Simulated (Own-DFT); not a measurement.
# Biaxial strain at fixed height in wurtzite AlGaN with randomly placed atoms, 72 atoms (Al27Ga9N36)

Everything here is calculated. The program is Own-DFT (plane waves, in-house, since retired, never reviewed by a person); positions were held fixed, and spin and spin-orbit coupling were off.

Settings: PBE; PseudoDojo norm-conserving scalar-relativistic files (stringent for Ga); cutoff 96 hartree; 4 x 4 x 3 k mesh centred on Gamma; Gaussian smearing of 0.01 eV.

Limits: forces on such cells passed a denser k mesh, each cell not checked; stress not checked against mesh or cutoff.

Unstrained cell vectors in Å: (9.394, 0.000, 0.000); (-4.697, 8.135, 0.000); (0.000, 0.000, 10.066). The unstrained cell has measured lattice constants (interpolated for alloys), not those of this functional. That, the random moves and any unrelaxed bonds set the pressure at no strain. Each run strains x and y alike by e, as a substrate would, and holds the height along z. Each atom got a random Gaussian move of width 0.05 Å along each axis. The random placing of the alloy's atoms differs from row to row. Stress is positive in tension.

| e (%) | u (Å) | (s_xx + s_yy)/2 (GPa) | s_zz (GPa) |
|---|---|---|---|
| -3.00 | 0.047 | -26.82 | -10.04 |
| -2.50 | 0.048 | -22.22 | -10.79 |
| -2.25 | 0.043 | -20.26 | -10.00 |
| -0.50 | 0.049 | -8.65 | -7.69 |
| 0.25 | 0.046 | -4.99 | -5.60 |
| 0.75 | 0.049 | -1.64 | -4.60 |
| 1.00 | 0.049 | ? | ? |
| 1.75 | 0.052 | 2.88 | -5.00 |
| 2.00 | 0.049 | 4.20 | -3.74 |
| 3.00 | 0.055 | 7.66 | -1.69 |

## Analysis

With e as a fraction, the in-plane stress is -5.8 + 568 e - 3919 e² GPa (errors 6 and 365, scatter 0.36), and s_zz is -6.5 + 145 e GPa (slope ± 12, scatter 0.72). At e = 0 the first slope is C11 + C12 and the second 2 C13, both with the ions held to the strained lattice and at the cell's own pressure. The term in e² is negative: the layer stiffens under compression and softens under tension. A free layer would change its height as e changes, and the in-plane slope would drop by 2 C13²/C33 to the biaxial modulus. At fixed height, a misfit of 1 % moves the in-plane stress by about 5.7 GPa and s_zz by 1.5 GPa.

## Check

Question: what are the two stresses at e = 1.00 %?

Estimate: -0.5 and -5.0 GPa. The calculation gave -0.11 and -6.37 GPa.
